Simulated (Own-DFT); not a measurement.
Simulation results for Si12O23 (quartz with two neutral oxygen vacancies, strained, atoms displaced)

All values are calculated (Own-DFT development build). A calculation, not a measurement: plane-wave PBE and HSE06 DFT by an unreviewed code, no spin, of a simulated cell at Gamma alone, so results move with cell size and shape, stress positive in tension, energies less offsets, not probed for a lower state with spin; oxygen file: force components 24 meV/angstrom off all-electron in a glass; k mesh not checked against a denser one; forces and stress are PBE's, HSE06 gives the energy alone, and its difference from PBE has offsets of its own; offsets are fitted by least squares, one for each functional and potential file, so energies compare only between cells with the same atoms and settings and are not formation energies; the far tail of each file's local potential was reset to the Coulomb form; each entry is a single point on an unrelaxed cell, so the pressure reflects the starting lattice, mostly measured values (interpolated for alloys), from which strain is counted, and rises with the displacements; printed positions are rounded, which can move forces by about a meV/angstrom; the program, named Own-DFT, is a retired in-house code; no spin-orbit coupling.

Settings shared by all entries: first functional PBE; second functional HSE06; exact exchange share 0.25; screening 0.11 1/bohr; exchange divergence Gygi-Baldereschi; potential files PseudoDojo norm-conserving, scalar-relativistic, made for PBE, standard set; wave cutoff 48 hartree; occupations fixed; k mesh 1 x 1 x 1 centred on Gamma.

(1) Si12O23 (quartz with two neutral oxygen vacancies, strained, atoms displaced)

```cif
# cell vector a (Å): 9.8427 -0.0125 0.0237
# cell vector b (Å): -4.9322 8.3812 0.0387
# cell vector c (Å): 0.0260 0.0641 10.9872
data_Si12O23
_symmetry_space_group_name_H-M 'P 1'
_symmetry_Int_Tables_number 1
_cell_length_a 9.8427
_cell_length_b 9.7248
_cell_length_c 10.9874
_cell_angle_alpha 89.553
_cell_angle_beta 89.727
_cell_angle_gamma 120.548
_cell_volume 905.66
loop_
_atom_site_label
_atom_site_type_symbol
_atom_site_fract_x
_atom_site_fract_y
_atom_site_fract_z
_atom_site_occupancy
Si1 Si 0.23583 0.00088 0.99816 1
Si2 Si 0.00246 0.23723 0.32650 1
Si3 Si 0.27357 0.26441 0.16243 1
O1 O 0.42489 0.29470 0.22527 1
O2 O 0.36585 0.07327 0.39662 1
O3 O 0.06695 0.36666 0.44155 1
O4 O 0.13066 0.21249 0.27440 1
O5 O 0.29207 0.42915 0.10397 1
Si4 Si 0.23038 0.99453 0.50025 1
Si5 Si 0.99858 0.22896 0.83345 1
Si6 Si 0.26406 0.26232 0.67215 1
O6 O 0.20587 0.13151 0.56194 1
O7 O 0.42945 0.29245 0.72778 1
O8 O 0.36298 0.07084 0.89096 1
O9 O 0.06501 0.35929 0.94467 1
O10 O 0.13293 0.20578 0.76605 1
O11 O 0.29465 0.42478 0.60665 1
Si7 Si 0.23626 0.49323 0.00019 1
Si8 Si 0.00266 0.73748 0.33193 1
Si9 Si 0.26495 0.76860 0.16687 1
O12 O 0.20424 0.63346 0.06129 1
O13 O 0.42453 0.78955 0.22297 1
O14 O 0.36057 0.57634 0.39242 1
O15 O 0.07135 0.86570 0.43798 1
O16 O 0.13229 0.69990 0.27244 1
Si10 Si 0.23578 0.49290 0.50190 1
Si11 Si 0.99850 0.73659 0.83588 1
Si12 Si 0.26539 0.76632 0.67006 1
O17 O 0.20372 0.63049 0.55718 1
O18 O 0.42780 0.79681 0.72293 1
O19 O 0.36879 0.56895 0.88995 1
O20 O 0.07084 0.86298 0.94346 1
O21 O 0.13129 0.70537 0.76996 1
O22 O 0.29329 0.93022 0.60901 1
Si13 Si 0.73358 0.99841 0.99691 1
Si14 Si 0.50296 0.23225 0.33500 1
Si15 Si 0.76737 0.26410 0.17032 1
O23 O 0.70249 0.13115 0.06543 1
O24 O 0.92561 0.29045 0.22816 1
O25 O 0.86459 0.07011 0.39655 1
O26 O 0.57847 0.36723 0.44419 1
O27 O 0.63140 0.21044 0.27701 1
O28 O 0.79944 0.42969 0.10766 1
Si16 Si 0.73527 0.99269 0.50216 1
Si17 Si 0.49810 0.23102 0.83570 1
Si18 Si 0.76710 0.26590 0.66550 1
O29 O 0.70831 0.12982 0.55684 1
O30 O 0.92820 0.29589 0.72525 1
O31 O 0.86502 0.07246 0.89206 1
O32 O 0.57513 0.36199 0.93942 1
O33 O 0.63526 0.20693 0.77246 1
O34 O 0.78331 0.42700 0.60850 1
Si19 Si 0.73838 0.50112 0.99972 1
Si20 Si 0.50304 0.74023 0.33633 1
Si21 Si 0.76370 0.76922 0.16359 1
O35 O 0.70457 0.63241 0.05980 1
O36 O 0.92555 0.79375 0.22899 1
O37 O 0.86616 0.58049 0.39332 1
O38 O 0.57077 0.86128 0.44294 1
O39 O 0.63169 0.70041 0.27307 1
O40 O 0.79954 0.93033 0.11137 1
Si22 Si 0.73508 0.50366 0.49950 1
Si23 Si 0.49690 0.73689 0.83323 1
Si24 Si 0.77199 0.76806 0.66960 1
O41 O 0.70859 0.63105 0.55544 1
O42 O 0.93184 0.79485 0.73037 1
O43 O 0.85935 0.57012 0.89754 1
O44 O 0.57615 0.86863 0.94014 1
O45 O 0.63408 0.70294 0.77202 1
O46 O 0.79503 0.93208 0.60890 1
```

| Quantity | Value |
| --- | --- |
| PBE energy of cell above offsets | -20.598 eV |
| HSE06 less PBE above offsets | 0.135 eV |
| PBE pressure | 6.56 GPa |
| PBE stress xx | -7.95 GPa |
| PBE stress yy | -6.71 GPa |
| PBE stress zz | -5.03 GPa |
| PBE stress yz | 2.93 GPa |
| PBE stress xz | 0.29 GPa |
| PBE stress xy | -1.96 GPa |

Force:
```tsv
element	x (eV/Å)	y (eV/Å)	z (eV/Å)
Si	0.156	-0.186	4.76
Si	-2.298	-0.587	5.713
Si	-3.506	-2.296	-1.204
O	3.629	0.303	2.385
O	0.124	-0.62	-0.459
O	0.413	-0.688	-0.734
O	5.253	-0.434	-3.043
O	2.548	-1.579	2.449
Si	0.029	1.4	0.778
Si	-0.358	3.366	-1.669
Si	3.369	0.674	-4.108
O	-0.176	0.123	0.254
O	-0.585	0.088	0.059
O	0.084	-1.575	-0.276
O	0.84	-0.079	-0.586
O	-3.119	-1.531	3.946
O	0.848	-0.053	0.923
Si	-3.625	2.75	-1.812
Si	0.101	-0.326	-1.04
Si	-0.854	1.237	-2.084
O	0.968	-1.444	-1.423
O	1.39	0.728	0.874
O	0.781	-0.439	-0.342
O	-0.168	0.38	0.521
O	-0.881	0.142	0.843
Si	-2.451	1.122	-0.964
Si	1.831	-1.754	0.269
Si	-0.302	-1.353	-3.44
O	0.152	1.1	1.615
O	1.562	0.185	1.36
O	-0.794	-0.851	0.67
O	-0.7	0.316	-0.006
O	-1.534	-0.49	2.018
O	0.249	-0.181	0.184
Si	0.669	1.571	3.446
Si	-3.591	2.36	1.578
Si	-1.445	0.482	-0.404
O	0.616	-1.063	-0.925
O	-1.018	0.88	-1.506
O	0.952	0.734	-1.616
O	-1.623	-2.288	-2.008
O	3.662	-0.607	-2.007
O	-0.164	-0.075	0.021
Si	-1.321	1.916	-1.517
Si	1.704	1.978	-2.105
Si	-0.593	-0.749	-1.246
O	-0.789	1.245	1.227
O	1.313	-0.217	1.005
O	-0.109	-2.059	0.382
O	-0.207	0.478	1.013
O	-0.445	-0.625	0.726
O	1.228	-0.173	0.659
Si	-2.335	-2.062	3.241
Si	-0.092	-2.079	-2.531
Si	2.199	-3.614	2.687
O	-0.207	0.253	-0.093
O	-0.6	0.435	-1.132
O	0.242	-1.491	0.168
O	-0.031	1.064	1.201
O	-0.863	0.486	0.202
O	-2.058	3.592	-2.99
Si	2.417	-1.412	-0.931
Si	1.769	0.049	-1.531
Si	-0.974	-1.443	-1.88
O	-2.516	4.716	3.377
O	-1.122	0.764	-1.293
O	2.901	2.306	-3.651
O	-1.357	-1.608	-0.927
O	-1.174	0.408	0.743
O	1.986	-1.598	2.183
```

(2) Si12O23 (quartz with two neutral oxygen vacancies, strained, atoms displaced)

```cif
# cell vector a (Å): 9.7498 -0.0185 -0.0124
# cell vector b (Å): -4.8910 8.6329 0.1096
# cell vector c (Å): -0.0136 0.1313 10.7260
data_Si12O23
_symmetry_space_group_name_H-M 'P 1'
_symmetry_Int_Tables_number 1
_cell_length_a 9.7498
_cell_length_b 9.9227
_cell_length_c 10.7268
_cell_angle_alpha 88.721
_cell_angle_beta 90.147
_cell_angle_gamma 119.642
_cell_volume 901.69
loop_
_atom_site_label
_atom_site_type_symbol
_atom_site_fract_x
_atom_site_fract_y
_atom_site_fract_z
_atom_site_occupancy
Si1 Si 0.23007 0.99671 0.00191 1
Si2 Si 0.00137 0.23556 0.33420 1
Si3 Si 0.26900 0.27063 0.16429 1
O1 O 0.20713 0.13625 0.05923 1
O2 O 0.43502 0.29815 0.22654 1
O3 O 0.35853 0.07205 0.39242 1
O4 O 0.07658 0.36879 0.43250 1
O5 O 0.13578 0.20682 0.26986 1
O6 O 0.29539 0.42777 0.10887 1
Si4 Si 0.23510 0.99711 0.50162 1
Si5 Si 0.99650 0.23489 0.83179 1
Si6 Si 0.26969 0.26293 0.66215 1
O7 O 0.20379 0.13635 0.56024 1
O8 O 0.43074 0.30168 0.72343 1
O9 O 0.36363 0.07357 0.89060 1
O10 O 0.12915 0.20663 0.76720 1
O11 O 0.29100 0.42755 0.60361 1
Si7 Si 0.24315 0.50670 0.99946 1
Si8 Si 0.99802 0.72715 0.33707 1
Si9 Si 0.26686 0.76356 0.16930 1
O12 O 0.20123 0.63135 0.05893 1
O13 O 0.42447 0.79176 0.22878 1
O14 O 0.36651 0.57433 0.38946 1
O15 O 0.07219 0.86743 0.44453 1
O16 O 0.13151 0.70542 0.27792 1
O17 O 0.29999 0.92835 0.10334 1
Si10 Si 0.23041 0.49872 0.50261 1
Si11 Si 0.99727 0.73034 0.83406 1
Si12 Si 0.26881 0.76946 0.66467 1
O18 O 0.20862 0.63233 0.56599 1
O19 O 0.42345 0.79327 0.72340 1
O20 O 0.06606 0.85743 0.94086 1
O21 O 0.13409 0.71061 0.77520 1
O22 O 0.28905 0.92181 0.60593 1
Si13 Si 0.73042 0.99851 0.00456 1
Si14 Si 0.49999 0.23646 0.33091 1
Si15 Si 0.76064 0.26081 0.16937 1
O23 O 0.70640 0.14191 0.06536 1
O24 O 0.92730 0.29673 0.22953 1
O25 O 0.86621 0.07319 0.39599 1
O26 O 0.57440 0.36565 0.44041 1
O27 O 0.62647 0.19970 0.27671 1
O28 O 0.79684 0.42542 0.10550 1
Si16 Si 0.73169 0.00116 0.50480 1
Si17 Si 0.50200 0.23469 0.83660 1
Si18 Si 0.76900 0.26581 0.66220 1
O29 O 0.71105 0.13720 0.55989 1
O30 O 0.92505 0.29688 0.72487 1
O31 O 0.86078 0.06576 0.89845 1
O32 O 0.57268 0.36890 0.94071 1
O33 O 0.63462 0.20753 0.77514 1
O34 O 0.79102 0.42586 0.60489 1
Si19 Si 0.73882 0.50500 0.99724 1
Si20 Si 0.49717 0.72863 0.33600 1
Si21 Si 0.76835 0.76288 0.17377 1
O35 O 0.70085 0.62826 0.05864 1
O36 O 0.92559 0.79294 0.23144 1
O37 O 0.86509 0.56850 0.39398 1
O38 O 0.57283 0.86998 0.44289 1
O39 O 0.63177 0.70581 0.26956 1
O40 O 0.79234 0.92500 0.10619 1
Si22 Si 0.73542 0.50077 0.50298 1
Si23 Si 0.49533 0.73278 0.82896 1
Si24 Si 0.76633 0.77283 0.66247 1
O41 O 0.70424 0.63032 0.56006 1
O42 O 0.92715 0.79217 0.72293 1
O43 O 0.86702 0.57122 0.89750 1
O44 O 0.57214 0.86082 0.93608 1
O45 O 0.63627 0.70640 0.77305 1
O46 O 0.79085 0.93092 0.60695 1
```

| Item | Value |
| --- | --- |
| PBE energy of cell above offsets | -20.631 eV |
| HSE06 less PBE above offsets | -0.022 eV |
| PBE pressure | 7.93 GPa |
| PBE stress xx | -10.89 GPa |
| PBE stress yy | -3.91 GPa |
| PBE stress zz | -9 GPa |
| PBE stress yz | 3.98 GPa |
| PBE stress xz | -1.69 GPa |
| PBE stress xy | 0.98 GPa |

Force:
```tsv
element	x (eV/Å)	y (eV/Å)	z (eV/Å)
Si	-0.971	0.432	-1.298
Si	0.463	-1.225	-0.696
Si	1.667	-2.312	0.412
O	0.321	-0.422	-0.181
O	-2.444	0.843	-2.462
O	1.398	1.3	-1.368
O	-0.241	1.059	1.497
O	-0.82	-0.346	1.105
O	-0.172	1.935	-0.39
Si	-3.005	1.605	-0.309
Si	1.412	0.527	2.825
Si	-2.297	1.471	0.929
O	1.154	-2.48	-1.868
O	2.017	-0.205	1.253
O	-0.414	-0.683	0.31
O	0.378	-0.414	0.079
O	1.706	-1.291	1.716
Si	-0.264	-0.094	-3.831
Si	-0.908	2.808	1.429
Si	-1.945	-0.32	-1.789
O	-0.262	0.804	1.099
O	1.551	0.533	0.353
O	-1.38	-2.774	1.932
O	-0.634	-1.868	-1.089
O	1.913	-0.207	-0.912
O	0.466	-1.006	1.215
Si	-0.251	0.856	-2.023
Si	-0.538	1.032	-0.466
Si	-2.134	-2.895	0.928
O	-0.544	-0.251	-0.913
O	2.021	1.126	-0.029
O	0.381	1.567	1.292
O	1.495	-0.359	-0.728
O	0.514	1.709	0.393
Si	-2.252	-0.038	-0.195
Si	-0.064	-0.658	3.418
Si	0.101	2.87	1.362
O	1.071	-4.239	-3.299
O	-0.339	0.008	-0.569
O	0.312	0.246	-0.225
O	-0.178	-0.166	-0.065
O	1.617	-0.425	-0.263
O	-0.339	0.174	0.248
Si	-0.696	0.721	-3.21
Si	-0.973	1.466	-0.622
Si	-3.022	0.036	1.099
O	-0.828	-0.153	-0.416
O	1.683	0.605	0.269
O	1.346	2.265	-2.213
O	-0.018	-0.263	-0.18
O	1.096	-0.144	-0.81
O	1.567	-0.602	1.734
Si	-2.201	-2.857	3.316
Si	0.939	3.928	-0.072
Si	-1.449	-0.089	-5.138
O	-0.169	1.915	1.662
O	2.171	0.436	0.651
O	0.286	-0.387	-0.24
O	-0.455	-1.629	-1.018
O	-1.468	-0.953	2.254
O	0.981	-1.084	1.768
Si	-2.122	-0.468	-1.526
Si	0.487	-2.238	2.926
Si	1.394	-2.897	0.49
O	-0.686	1.665	0.49
O	-0.06	0.186	-0.133
O	2.2	0.986	-3.025
O	-0.185	1.615	1.269
O	-0.771	-0.154	0.129
O	1.39	-0.128	1.717
```
